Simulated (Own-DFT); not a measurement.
## Calculated data, GaN (wurtzite, strained, atoms displaced)

All values are calculated (Own-DFT development build). A calculation, not a measurement: plane-wave PBE density functional theory by an unreviewed code, no spin, of a simulated periodic cell, stress positive in tension, free energy of the whole cell less one offset for each atom, forces on such cells passed a denser k mesh, this cell's mesh not checked; offsets are fitted by least squares, one for each functional and potential file, so energies compare only between cells with the same atoms and settings and are not formation energies; the far tail of each file's local potential was reset to the Coulomb form; each entry is a single point on an unrelaxed cell, so the pressure reflects the starting lattice, mostly measured values (interpolated for alloys), from which strain is counted, and rises with the displacements; printed positions are rounded, which can move forces by about a meV/angstrom; the program, named Own-DFT, is a retired in-house code; no spin-orbit coupling.

Common to all runs: functional PBE; potential files PseudoDojo norm-conserving, scalar-relativistic, standard set with the stringent files for Ga; wave cutoff 96 hartree; occupations Gaussian; smearing width 0.01 eV; k mesh 3 x 4 x 3 centred on Gamma.

```yaml
- entry: 1
  formula: GaN
  kind: "wurtzite, strained, atoms displaced"
  structure:
    cell_angstrom:
      - [12.756, 0.0, 0.0]
      - [-4.7835, 8.2853, -0.0414]
      - [0.0, -0.0518, 10.37]
    atoms_fractional:
      - [Ga, 0.08312, 0.23175, 0.99294]
      - [Ga, 0.17092, 0.11577, 0.24902]
      - ["N", 0.08451, 0.21647, 0.19458]
      - ["N", 0.16327, 0.10661, 0.43547]
      - [Ga, 0.08193, 0.22098, 0.50595]
      - [Ga, 0.16524, 0.10691, 0.74831]
      - ["N", 0.08164, 0.21565, 0.68756]
      - ["N", 0.16589, 0.11298, 0.93603]
      - [Ga, 0.08052, 0.55034, 0.00223]
      - [Ga, 0.16849, 0.44403, 0.25131]
      - ["N", 0.08728, 0.5561, 0.18014]
      - ["N", 0.16853, 0.44776, 0.43548]
      - [Ga, 0.08751, 0.54948, 0.49622]
      - [Ga, 0.17312, 0.44596, 0.74345]
      - ["N", 0.08516, 0.54965, 0.67814]
      - ["N", 0.17028, 0.44743, 0.93954]
      - [Ga, 0.07909, 0.88856, 0.99155]
      - [Ga, 0.16798, 0.77611, 0.24843]
      - ["N", 0.08018, 0.88772, 0.19562]
      - ["N", 0.16591, 0.77302, 0.43952]
      - [Ga, 0.09303, 0.88975, 0.49958]
      - [Ga, 0.16775, 0.78293, 0.75754]
      - ["N", 0.08578, 0.89153, 0.69556]
      - ["N", 0.17763, 0.78884, 0.93904]
      - [Ga, 0.3327, 0.2225, 0.99788]
      - [Ga, 0.41911, 0.10473, 0.25318]
      - ["N", 0.3344, 0.22487, 0.18922]
      - ["N", 0.415, 0.10948, 0.43752]
      - [Ga, 0.33239, 0.21513, 0.50565]
      - [Ga, 0.42331, 0.11556, 0.75383]
      - ["N", 0.33277, 0.21692, 0.69419]
      - ["N", 0.41997, 0.11575, 0.93816]
      - [Ga, 0.33981, 0.56145, 0.00118]
      - [Ga, 0.40927, 0.43704, 0.2498]
      - ["N", 0.32839, 0.55727, 0.19398]
      - ["N", 0.41981, 0.45552, 0.44769]
      - [Ga, 0.33534, 0.5595, 0.49973]
      - [Ga, 0.4192, 0.44366, 0.76023]
      - ["N", 0.3338, 0.55438, 0.68584]
      - ["N", 0.41005, 0.44901, 0.94802]
      - [Ga, 0.33406, 0.89349, 0.00113]
      - [Ga, 0.42587, 0.77663, 0.25094]
      - ["N", 0.32854, 0.8877, 0.19282]
      - ["N", 0.41268, 0.77661, 0.42925]
      - [Ga, 0.32504, 0.88363, 0.50412]
      - [Ga, 0.41201, 0.77304, 0.74696]
      - ["N", 0.32994, 0.88831, 0.68172]
      - ["N", 0.42225, 0.78326, 0.93284]
      - [Ga, 0.5834, 0.21169, 0.99299]
      - [Ga, 0.67507, 0.10678, 0.25078]
      - ["N", 0.58655, 0.22486, 0.18578]
      - ["N", 0.66481, 0.11708, 0.43917]
      - [Ga, 0.58096, 0.21229, 0.50289]
      - [Ga, 0.66744, 0.11048, 0.74259]
      - ["N", 0.58773, 0.23685, 0.68749]
      - ["N", 0.66384, 0.10683, 0.93974]
      - [Ga, 0.58081, 0.5488, 0.00125]
      - [Ga, 0.66729, 0.44524, 0.23996]
      - ["N", 0.58493, 0.55173, 0.18857]
      - ["N", 0.66416, 0.44211, 0.44251]
      - [Ga, 0.58607, 0.56025, 0.49697]
      - [Ga, 0.66025, 0.44003, 0.74519]
      - ["N", 0.58111, 0.55386, 0.69273]
      - ["N", 0.66072, 0.44141, 0.94002]
      - [Ga, 0.57709, 0.88509, 0.99935]
      - [Ga, 0.6669, 0.77482, 0.25579]
      - ["N", 0.58802, 0.89366, 0.18565]
      - ["N", 0.66713, 0.77656, 0.43745]
      - [Ga, 0.58679, 0.88792, 0.50408]
      - [Ga, 0.66889, 0.78041, 0.75959]
      - ["N", 0.57405, 0.89371, 0.68187]
      - ["N", 0.66254, 0.77173, 0.94048]
      - [Ga, 0.83311, 0.2164, 0.00422]
      - [Ga, 0.91544, 0.11484, 0.24795]
      - ["N", 0.83191, 0.22118, 0.19257]
      - ["N", 0.92654, 0.11899, 0.43384]
      - [Ga, 0.83047, 0.21464, 0.50047]
      - [Ga, 0.91782, 0.11006, 0.7436]
      - ["N", 0.83589, 0.21569, 0.68518]
      - ["N", 0.92065, 0.11216, 0.93729]
      - [Ga, 0.83387, 0.55423, 0.99724]
      - [Ga, 0.9183, 0.44704, 0.25527]
      - ["N", 0.83891, 0.55847, 0.18448]
      - ["N", 0.9194, 0.45001, 0.44313]
      - [Ga, 0.83028, 0.54363, 0.49352]
      - [Ga, 0.9208, 0.44865, 0.74664]
      - ["N", 0.82207, 0.55766, 0.68725]
      - ["N", 0.9134, 0.44622, 0.93126]
      - [Ga, 0.83583, 0.89156, 0.00319]
      - [Ga, 0.91113, 0.77565, 0.25117]
      - ["N", 0.83108, 0.88666, 0.18288]
      - ["N", 0.91556, 0.76913, 0.45135]
      - [Ga, 0.82185, 0.89164, 0.50468]
      - [Ga, 0.91894, 0.78674, 0.74684]
      - ["N", 0.83294, 0.88427, 0.69773]
      - ["N", 0.92309, 0.77769, 0.94913]
  results:
    "free_energy_of_cell_above_offsets [eV]": "-4.976"
    "pressure [GPa]": 6.89
    "stress_xx [GPa]": -7.79
    "stress_yy [GPa]": -5.94
    "stress_zz [GPa]": -6.93
    "stress_yz [GPa]": -1.69
    "stress_xz [GPa]": 0.38
    "stress_xy [GPa]": -0.39
    force_element: [Ga, Ga, "N", "N", Ga, Ga, "N", "N", Ga, Ga, "N", "N", Ga, Ga, "N", "N", Ga, Ga, "N", "N", Ga, Ga, "N", "N", Ga, Ga, "N", "N", Ga, Ga, "N", "N", Ga, Ga, "N", "N", Ga, Ga, "N", "N", Ga, Ga, "N", "N", Ga, Ga, "N", "N", Ga, Ga, "N", "N", Ga, Ga, "N", "N", Ga, Ga, "N", "N", Ga, Ga, "N", "N", Ga, Ga, "N", "N", Ga, Ga, "N", "N", Ga, Ga, "N", "N", Ga, Ga, "N", "N", Ga, Ga, "N", "N", Ga, Ga, "N", "N", Ga, Ga, "N", "N", Ga, Ga, "N", "N"]
    "force_x [eV/angstrom]": [1.424, -0.097, -1.197, 0.65, 1.299, 0.313, 0.268, -0.065, 0.079, -0.833, -0.663, 0.892, -1.318, -1.13, -0.289, -0.206, 2.399, -1.267, 0.501, 0.064, -2.16, 0.509, -0.05, -1.689, -0.338, -0.263, 0.672, 0.239, -0.527, -0.542, 0.043, -0.428, -2.494, 0.729, 1.753, 0.384, -0.316, -0.598, 0.682, 2.438, 1.01, -1.71, 1.856, 0.798, 1.411, -0.431, 0.503, -1.573, -0.786, -2.771, 0.422, 1.939, -1.653, -0.226, 0.539, 1.591, -0.243, 0.795, -1.506, -0.062, 0.171, 0.5, -0.599, 1.066, 1.71, 0.074, 0.249, -0.912, -1.837, -0.778, 1.688, 0.266, -0.5, 1.64, 0.938, -2.179, 0.442, 0.081, -1.04, -1.038, -0.83, 0.245, -0.502, 1.095, -1.328, -0.967, 2.384, 1.171, -0.047, 1.119, -0.488, -0.862, 3.732, 1.027, -1.712, -2.752]
    "force_y [eV/angstrom]": [-0.902, -1.407, 1.125, 0.843, 0.458, 0.924, 0.729, 0.154, 0.857, -0.635, -0.654, -1.158, 0.931, -0.452, 0.723, 0.71, 1.333, 0.103, 0.045, -0.49, -0.585, -0.876, -0.878, -1.633, -0.172, 1.078, -0.92, -0.373, 1.197, -0.743, 0.659, -0.476, 0.775, 1.303, 0.161, -1.741, 0.168, -0.017, -0.062, -1.238, 0.199, 0.44, 0.057, 0.687, 0.495, 0.512, 0.302, -0.764, 1.854, 0.734, -1.291, -1.615, 1.735, 0.745, -3.645, -0.299, 0.52, -0.526, 0.722, -0.537, -1.373, 2.559, 1.056, -0.375, 0.574, -0.114, -1.059, 0.496, -0.019, -0.773, -0.572, 0.717, 0.633, -0.676, 1.001, -1.455, 1.288, -0.081, 0.563, -0.257, -0.071, 0.41, -0.731, -1.826, 1.486, 0.038, 0.07, -0.899, -0.602, 0.606, 0.421, 1.361, 0.117, -2.173, 1.206, -0.731]
    "force_z [eV/angstrom]": [1.465, 0.05, -1.448, 1.167, -1.371, 0.645, 0.445, 0.236, -1.568, -0.404, 2.007, 0.495, 0.079, 0.976, 1.886, -0.939, 2.307, 0.206, -1.01, -0.652, 0.136, -1.22, -1.076, 0.194, 0.621, -0.618, -0.466, 0.754, -0.514, -0.8, -0.062, 0.065, 0.963, 0.923, -1.217, -1.36, -0.336, -1.114, 0.452, -1.183, 0.762, -0.581, -1.093, 2.158, -1.744, -0.133, 2.068, 0.414, 1.522, 0.232, 0.039, -0.348, -0.541, 1.052, -0.235, -1.164, 0.233, 1.417, 0.296, -1.227, 1.128, 1.587, -0.449, -0.507, 0.068, -1.98, 0.377, 0.319, -1.591, -0.947, 1.262, 0.667, -0.987, -0.01, -0.742, 0.696, -0.595, 1.288, 0.248, -0.261, -0.047, -0.539, 0.477, -0.837, 1.525, -0.771, 0.192, 0.823, -1.061, 0.989, 1.756, -1.18, 0.04, 0.679, -1.298, -2.166]
- entry: 2
  formula: GaN
  kind: "wurtzite, strained, atoms displaced"
  structure:
    cell_angstrom: [[12.756, -0.0638, 0.0], [-4.8249, 8.3092, 0.0], [0.0, 0.0, 10.37]]
    atoms_fractional:
      - [Ga, 0.08469, 0.22037, 0.00087]
      - [Ga, 0.16614, 0.10908, 0.24974]
      - ["N", 0.08389, 0.22636, 0.1899]
      - ["N", 0.16814, 0.10312, 0.43879]
      - [Ga, 0.08366, 0.21768, 0.49399]
      - [Ga, 0.16365, 0.10372, 0.75726]
      - ["N", 0.08315, 0.21705, 0.6894]
      - ["N", 0.16254, 0.11269, 0.93985]
      - [Ga, 0.08284, 0.55935, 0.00617]
      - [Ga, 0.15533, 0.44144, 0.25836]
      - ["N", 0.08369, 0.56017, 0.18635]
      - ["N", 0.15995, 0.44223, 0.43741]
      - [Ga, 0.08493, 0.56362, 0.49952]
      - [Ga, 0.17037, 0.45085, 0.75424]
      - ["N", 0.08406, 0.56498, 0.68329]
      - ["N", 0.16255, 0.44064, 0.92917]
      - [Ga, 0.08677, 0.89653, 0.99937]
      - [Ga, 0.16202, 0.77212, 0.24872]
      - ["N", 0.08049, 0.89262, 0.17874]
      - ["N", 0.16832, 0.77315, 0.43337]
      - [Ga, 0.08624, 0.89456, 0.50357]
      - [Ga, 0.17086, 0.7721, 0.74916]
      - ["N", 0.08861, 0.89099, 0.69402]
      - ["N", 0.16822, 0.76653, 0.94852]
      - [Ga, 0.33943, 0.22457, 0.00642]
      - [Ga, 0.41505, 0.10658, 0.2407]
      - ["N", 0.3331, 0.2274, 0.19076]
      - ["N", 0.41722, 0.10377, 0.43375]
      - [Ga, 0.33044, 0.21975, 0.49332]
      - [Ga, 0.41255, 0.11479, 0.74833]
      - ["N", 0.32581, 0.22021, 0.69793]
      - ["N", 0.41341, 0.10655, 0.93907]
      - [Ga, 0.34038, 0.56107, 0.00204]
      - [Ga, 0.41752, 0.45414, 0.25882]
      - ["N", 0.33269, 0.5462, 0.18775]
      - ["N", 0.41536, 0.44043, 0.44061]
      - [Ga, 0.33141, 0.55994, 0.49925]
      - [Ga, 0.4174, 0.43718, 0.73924]
      - ["N", 0.32401, 0.55679, 0.68317]
      - ["N", 0.41732, 0.44286, 0.94148]
      - [Ga, 0.33761, 0.89196, 0.01053]
      - [Ga, 0.41606, 0.77726, 0.25894]
      - ["N", 0.33616, 0.89511, 0.19029]
      - ["N", 0.41405, 0.77417, 0.43612]
      - [Ga, 0.32437, 0.88845, 0.49399]
      - [Ga, 0.42069, 0.7774, 0.74422]
      - ["N", 0.32918, 0.88969, 0.68699]
      - ["N", 0.4254, 0.79148, 0.94698]
      - [Ga, 0.58624, 0.22095, 0.99885]
      - [Ga, 0.66381, 0.10677, 0.24165]
      - ["N", 0.57823, 0.22492, 0.18722]
      - ["N", 0.66428, 0.10151, 0.43753]
      - [Ga, 0.58133, 0.22946, 0.49292]
      - [Ga, 0.6632, 0.11643, 0.75016]
      - ["N", 0.58278, 0.2216, 0.69098]
      - ["N", 0.67006, 0.10991, 0.94355]
      - [Ga, 0.58441, 0.5521, 0.00591]
      - [Ga, 0.6625, 0.43554, 0.25867]
      - ["N", 0.58417, 0.56458, 0.18876]
      - ["N", 0.66739, 0.44529, 0.43516]
      - [Ga, 0.58462, 0.55358, 0.50589]
      - [Ga, 0.66486, 0.44813, 0.74557]
      - ["N", 0.58463, 0.55762, 0.68315]
      - ["N", 0.66307, 0.44897, 0.94133]
      - [Ga, 0.57921, 0.88726, 0.00259]
      - [Ga, 0.65493, 0.78561, 0.25044]
      - ["N", 0.57981, 0.89648, 0.18348]
      - ["N", 0.66474, 0.78967, 0.43764]
      - [Ga, 0.57955, 0.88604, 0.5001]
      - [Ga, 0.66901, 0.76958, 0.7545]
      - ["N", 0.58391, 0.89385, 0.68782]
      - ["N", 0.66738, 0.77167, 0.92867]
      - [Ga, 0.83209, 0.22137, 0.00607]
      - [Ga, 0.91938, 0.11498, 0.24889]
      - ["N", 0.83899, 0.22824, 0.19364]
      - ["N", 0.91894, 0.12521, 0.43912]
      - [Ga, 0.82833, 0.21624, 0.50037]
      - [Ga, 0.91556, 0.10768, 0.74673]
      - ["N", 0.83823, 0.22471, 0.68898]
      - ["N", 0.91547, 0.10888, 0.94508]
      - [Ga, 0.83139, 0.54498, 0.99874]
      - [Ga, 0.91722, 0.44705, 0.25027]
      - ["N", 0.83004, 0.55268, 0.18827]
      - ["N", 0.91655, 0.44363, 0.43298]
      - [Ga, 0.83417, 0.544, 0.50155]
      - [Ga, 0.92462, 0.45895, 0.75245]
      - ["N", 0.8335, 0.55885, 0.68332]
      - ["N", 0.91359, 0.44996, 0.94077]
      - [Ga, 0.83533, 0.89447, 0.00335]
      - [Ga, 0.9209, 0.77714, 0.24919]
      - ["N", 0.835, 0.88792, 0.18575]
      - ["N", 0.91459, 0.77796, 0.42879]
      - [Ga, 0.83619, 0.89523, 0.50421]
      - [Ga, 0.91425, 0.77086, 0.7463]
      - ["N", 0.83239, 0.89332, 0.69548]
      - ["N", 0.91246, 0.77428, 0.93861]
  results:
    "free_energy_of_cell_above_offsets [eV]": "-4.748"
    "pressure [GPa]": 7.14
    "stress_xx [GPa]": -5.23
    "stress_yy [GPa]": -7.56
    "stress_zz [GPa]": -8.63
    "stress_yz [GPa]": -0.19
    "stress_xz [GPa]": 0.44
    "stress_xy [GPa]": -1.75
    force_element: [Ga, Ga, "N", "N", Ga, Ga, "N", "N", Ga, Ga, "N", "N", Ga, Ga, "N", "N", Ga, Ga, "N", "N", Ga, Ga, "N", "N", Ga, Ga, "N", "N", Ga, Ga, "N", "N", Ga, Ga, "N", "N", Ga, Ga, "N", "N", Ga, Ga, "N", "N", Ga, Ga, "N", "N", Ga, Ga, "N", "N", Ga, Ga, "N", "N", Ga, Ga, "N", "N", Ga, Ga, "N", "N", Ga, Ga, "N", "N", Ga, Ga, "N", "N", Ga, Ga, "N", "N", Ga, Ga, "N", "N", Ga, Ga, "N", "N", Ga, Ga, "N", "N", Ga, Ga, "N", "N", Ga, Ga, "N", "N"]
    "force_x [eV/angstrom]": [-0.97, -0.214, 0.524, -0.959, -0.208, -1.09, 0.097, 1.665, 0.451, 1.512, 0.07, 0.82, -0.247, -1.325, 0.65, 0.251, -0.203, -0.064, 1.298, -1.868, -0.413, -0.97, -0.397, -0.492, -1.064, -0.978, 0.492, -1.057, 1.055, 0.62, 1.094, 0.405, -0.743, 1.021, -1.826, -0.175, -0.142, -1.419, 2.465, -0.01, -0.495, -0.575, -0.186, -0.497, 2.156, -1.055, 1.401, -1.835, -0.749, 0.107, 1.352, -1.14, 1.196, 1.849, -1.117, -0.831, -0.932, -0.252, 0.15, -0.224, -0.353, 0.73, -0.217, 1.366, 2.681, 2.875, -0.13, 1.343, -0.36, -1.321, 0.708, -0.794, 1.03, -0.227, -0.924, 0.915, -0.086, 0.092, -1.188, -0.237, -2.003, -0.684, 0.212, 0.296, -0.533, -0.426, -0.068, 2.002, 0.05, -1.601, -0.988, 0.508, -0.326, 0.036, 0.927, 0.715]
    "force_y [eV/angstrom]": [0.778, 0.359, -0.178, 0.983, 0.487, 0.875, 0.581, 0.028, -1.775, 0.375, -0.857, 0.33, -1.681, -1.635, -1.235, 0.734, -1.639, 1.639, -0.242, 0.614, -1.89, 1.093, -1.192, 2.581, 0.015, 1.438, -0.314, 1.038, -0.22, -0.847, -0.159, 0.527, -0.51, -1.014, 1.545, 0.687, -1.089, 1.262, 0.392, 0.293, -0.641, -0.529, -2.059, 0.501, 0.31, 0.557, 0.453, -2.21, 0.406, 1.881, -0.404, 1.441, -1.914, -0.491, 0.94, 0.192, 1.031, 1.891, -0.659, 0.342, 1.168, -0.655, -0.517, -1.363, 0.447, -0.42, -1.025, -1.638, 0.54, 1.438, -0.515, 0.454, 0.413, -1.176, -0.635, -1.784, 0.873, 1.436, 0.602, 1.078, 2.136, 0.154, -0.266, -0.122, 1.513, -1.747, -0.961, -1.349, -1.429, -0.292, 0.31, 0.034, -0.138, 1.673, -1.472, 0.022]
    "force_z [eV/angstrom]": [-0.059, -0.483, 0.109, -0.746, 1.516, -0.311, -0.566, 0.458, -1.196, -1.693, 0.951, 1.008, 0.018, -1.568, 0.288, 2.861, -1.289, -0.66, 1.893, -0.209, 0.158, 1.681, -0.778, -1.507, -0.774, 1.34, 0.561, 0.019, 1.046, 0.445, -2.122, 0.021, -0.521, -1.343, 0.683, 0.98, -0.272, 1.868, 0.235, -1.208, -1.703, -2.194, 0.862, 1.175, 1.234, 1.028, -0.542, -1.901, -0.348, 1.467, -0.182, -0.693, 0.949, 0.308, -0.955, -0.584, -0.391, -2.493, 1.204, 1.773, -2.417, 1.249, 0.837, -1.221, -1.131, -0.051, 0.667, 0.274, 0.822, -1.302, 0.159, 3.045, -0.67, 0.162, -0.569, -0.388, 0.304, 1.357, 0.241, -0.98, 0.868, -0.368, 0.195, 1.046, -1.148, -0.052, 0.443, -0.679, -0.661, -1.165, 1.247, 2.571, -0.87, 1.275, -1.57, -0.366]
- entry: 3
  formula: GaN
  kind: "wurtzite, strained, atoms displaced"
  structure:
    cell_angstrom:
      - [12.756, 0.0, -0.0638]
      - [-4.7835, 8.2853, 0.0239]
      - [-0.0518, 0.0, 10.37]
    atoms_fractional:
      - [Ga, 0.08037, 0.22251, 0.00312]
      - [Ga, 0.1668, 0.10342, 0.2535]
      - ["N", 0.09077, 0.23759, 0.19305]
      - ["N", 0.17304, 0.11943, 0.43163]
      - [Ga, 0.08429, 0.2134, 0.50252]
      - [Ga, 0.16408, 0.11129, 0.75429]
      - ["N", 0.08484, 0.22496, 0.68791]
      - ["N", 0.15805, 0.11125, 0.93994]
      - [Ga, 0.08821, 0.55597, 0.9972]
      - [Ga, 0.15729, 0.4317, 0.24653]
      - ["N", 0.07568, 0.55024, 0.18645]
      - ["N", 0.16678, 0.44754, 0.44003]
      - [Ga, 0.07543, 0.5497, 0.50119]
      - [Ga, 0.16581, 0.45005, 0.74534]
      - ["N", 0.08285, 0.55369, 0.6935]
      - ["N", 0.15464, 0.43639, 0.93438]
      - [Ga, 0.07831, 0.89532, 0.99812]
      - [Ga, 0.16414, 0.78053, 0.24671]
      - ["N", 0.08259, 0.88371, 0.18608]
      - ["N", 0.165, 0.7806, 0.43375]
      - [Ga, 0.08338, 0.89089, 0.49611]
      - [Ga, 0.1708, 0.77843, 0.74861]
      - ["N", 0.08559, 0.88987, 0.68883]
      - ["N", 0.1677, 0.78756, 0.93384]
      - [Ga, 0.3352, 0.22484, 0.01601]
      - [Ga, 0.41697, 0.10214, 0.24785]
      - ["N", 0.33569, 0.21658, 0.19328]
      - ["N", 0.41414, 0.10724, 0.43808]
      - [Ga, 0.33626, 0.232, 0.50565]
      - [Ga, 0.41443, 0.10103, 0.74838]
      - ["N", 0.32897, 0.21944, 0.68738]
      - ["N", 0.41472, 0.11012, 0.94444]
      - [Ga, 0.33167, 0.55592, 0.00382]
      - [Ga, 0.4157, 0.43771, 0.24413]
      - ["N", 0.33373, 0.54598, 0.19132]
      - ["N", 0.42294, 0.44624, 0.43434]
      - [Ga, 0.33648, 0.56335, 0.49487]
      - [Ga, 0.41522, 0.43926, 0.75092]
      - ["N", 0.334, 0.55282, 0.69698]
      - ["N", 0.41491, 0.44393, 0.94849]
      - [Ga, 0.33003, 0.8841, 0.99439]
      - [Ga, 0.41162, 0.77787, 0.25555]
      - ["N", 0.32632, 0.87683, 0.19065]
      - ["N", 0.40967, 0.76557, 0.4323]
      - [Ga, 0.32647, 0.88722, 0.49303]
      - [Ga, 0.41972, 0.77685, 0.75425]
      - ["N", 0.3315, 0.89359, 0.68681]
      - ["N", 0.41275, 0.76613, 0.94344]
      - [Ga, 0.58187, 0.22201, 0.00221]
      - [Ga, 0.67036, 0.11141, 0.2488]
      - ["N", 0.57753, 0.23012, 0.18774]
      - ["N", 0.66965, 0.11803, 0.4378]
      - [Ga, 0.58486, 0.23302, 0.49624]
      - [Ga, 0.6668, 0.11147, 0.74507]
      - ["N", 0.57969, 0.21203, 0.68727]
      - ["N", 0.66614, 0.10802, 0.94222]
      - [Ga, 0.58497, 0.55452, 0.0013]
      - [Ga, 0.66787, 0.44551, 0.25179]
      - ["N", 0.58694, 0.57078, 0.19389]
      - ["N", 0.66549, 0.43861, 0.44646]
      - [Ga, 0.58403, 0.55675, 0.50547]
      - [Ga, 0.66826, 0.45336, 0.75472]
      - ["N", 0.57834, 0.55554, 0.68971]
      - ["N", 0.66214, 0.44161, 0.93388]
      - [Ga, 0.58791, 0.89611, 0.9994]
      - [Ga, 0.66835, 0.78624, 0.25429]
      - ["N", 0.58085, 0.88758, 0.19501]
      - ["N", 0.67412, 0.77872, 0.4325]
      - [Ga, 0.57657, 0.88995, 0.50045]
      - [Ga, 0.66647, 0.77318, 0.75588]
      - ["N", 0.58801, 0.88808, 0.68847]
      - ["N", 0.66668, 0.76956, 0.93937]
      - [Ga, 0.83067, 0.21952, 0.00447]
      - [Ga, 0.91353, 0.10592, 0.25947]
      - ["N", 0.83556, 0.2265, 0.19305]
      - ["N", 0.90813, 0.1045, 0.43535]
      - [Ga, 0.8312, 0.22276, 0.50155]
      - [Ga, 0.91003, 0.11134, 0.74948]
      - ["N", 0.82535, 0.21874, 0.68833]
      - ["N", 0.91088, 0.10351, 0.94456]
      - [Ga, 0.83301, 0.55486, 0.99969]
      - [Ga, 0.91333, 0.44312, 0.253]
      - ["N", 0.82566, 0.55168, 0.19658]
      - ["N", 0.91674, 0.4507, 0.44294]
      - [Ga, 0.83942, 0.5695, 0.50154]
      - [Ga, 0.91371, 0.44548, 0.74715]
      - ["N", 0.84041, 0.55591, 0.69024]
      - ["N", 0.91095, 0.43623, 0.93694]
      - [Ga, 0.83297, 0.89211, 0.99989]
      - [Ga, 0.91818, 0.78324, 0.24889]
      - ["N", 0.83051, 0.88366, 0.19189]
      - ["N", 0.91163, 0.77682, 0.44181]
      - [Ga, 0.828, 0.88348, 0.50164]
      - [Ga, 0.9167, 0.78497, 0.74915]
      - ["N", 0.82871, 0.89059, 0.68873]
      - ["N", 0.91848, 0.77442, 0.93613]
  results:
    "free_energy_of_cell_above_offsets [eV]": "-5.710"
    "pressure [GPa]": 6.85
    "stress_xx [GPa]": -5.7
    "stress_yy [GPa]": -8.14
    "stress_zz [GPa]": -6.71
    "stress_yz [GPa]": 0.54
    "stress_xz [GPa]": -1.14
    "stress_xy [GPa]": -0.13
    force_element: [Ga, Ga, "N", "N", Ga, Ga, "N", "N", Ga, Ga, "N", "N", Ga, Ga, "N", "N", Ga, Ga, "N", "N", Ga, Ga, "N", "N", Ga, Ga, "N", "N", Ga, Ga, "N", "N", Ga, Ga, "N", "N", Ga, Ga, "N", "N", Ga, Ga, "N", "N", Ga, Ga, "N", "N", Ga, Ga, "N", "N", Ga, Ga, "N", "N", Ga, Ga, "N", "N", Ga, Ga, "N", "N", Ga, Ga, "N", "N", Ga, Ga, "N", "N", Ga, Ga, "N", "N", Ga, Ga, "N", "N", Ga, Ga, "N", "N", Ga, Ga, "N", "N", Ga, Ga, "N", "N", Ga, Ga, "N", "N"]
    "force_x [eV/angstrom]": [-0.374, -0.356, -0.094, -0.357, -1.088, 0.268, -0.892, 1.261, -2.027, 0.43, 0.56, -0.248, 1.705, 1.018, -0.975, 1.746, 1.369, 0.652, -1.228, -0.599, 0.037, -1.082, -0.563, -0.247, -0.443, -0.442, -0.692, 0.069, 0.582, -0.437, 0.533, -0.049, -0.177, 0.717, -1.629, -0.928, 0.159, -0.448, -0.241, 0.268, 0.355, 1.103, 0.156, -0.046, 0.892, -0.313, 1.279, 0.089, 0.013, -1.127, 1.677, -0.819, 0.119, -0.773, -0.552, -0.521, -0.653, -1.883, 0.546, 0.094, 0.239, 0.585, 0.903, 0.681, -0.269, -0.078, -0.452, -2.283, 1.214, -0.444, -0.925, -0.582, 0.396, 0.439, 0.083, 1.019, 0.237, 0.93, 1.421, -0.034, 0.093, 0.024, 1.561, -0.596, -0.436, 1.335, -2.606, 0.211, 0.475, -0.13, 0.25, 0.924, 0.341, 0.853, 0.632, -1.402]
    "force_y [eV/angstrom]": [0.038, 1.168, -6.246, -1.063, 1.198, -0.008, -0.627, 0.647, 0.461, 5.192, 0.741, -0.701, 0.948, -1.0, 0.615, 0.584, -0.609, -1.808, 0.942, -0.87, 0.295, -0.133, 0.082, -1.038, -0.497, 0.022, -0.557, 0.567, -0.627, 2.035, -0.04, -0.15, -1.525, 0.985, 0.939, 0.167, -2.968, -0.246, 0.643, -0.378, 0.332, -1.309, 1.043, 2.969, 0.225, -0.024, -1.899, 2.125, -0.121, 0.272, -0.826, -0.928, -2.944, -0.538, 1.457, 0.767, -0.194, 0.342, -1.903, 3.004, 0.213, -1.31, -0.009, 0.189, -2.01, -0.76, 0.71, -0.608, 0.119, 0.294, -0.32, 1.203, 0.42, 0.628, -0.857, 0.632, 0.248, 0.413, 0.901, 1.289, -0.467, 0.615, 1.084, -0.956, -2.376, -0.849, 1.232, 0.736, -1.56, -1.208, 1.283, 1.66, 1.019, -0.471, -0.269, 0.115]
    "force_z [eV/angstrom]": [0.153, -1.341, -1.535, 1.534, -0.577, -0.285, 0.213, 0.436, 0.236, 2.079, 0.048, 0.062, 0.121, 0.595, -1.072, 0.064, -0.076, 0.207, -0.064, 0.371, 0.753, 0.017, -0.496, 0.683, -2.563, 0.706, 0.713, -0.106, -1.15, 0.788, 0.922, -0.735, 0.284, 0.959, -0.144, 0.584, 1.228, 1.117, -1.337, -1.009, 0.906, -2.068, -0.943, 1.598, 0.85, -0.385, -0.667, -0.671, -0.448, 0.298, 0.101, -0.08, 1.083, 1.025, 0.152, -0.776, 1.12, 0.865, -0.843, -1.055, -1.271, -1.643, 0.296, 1.309, 0.884, -0.729, -0.944, 1.922, -0.492, -0.554, 0.1, 0.237, -0.101, -2.142, -0.319, 2.161, -0.229, 0.432, -0.216, -0.994, 0.322, 0.013, -1.298, -0.478, 0.47, 1.166, -0.419, 0.221, 0.627, 0.413, -0.842, -0.927, 0.257, -0.14, 0.122, 0.343]
```
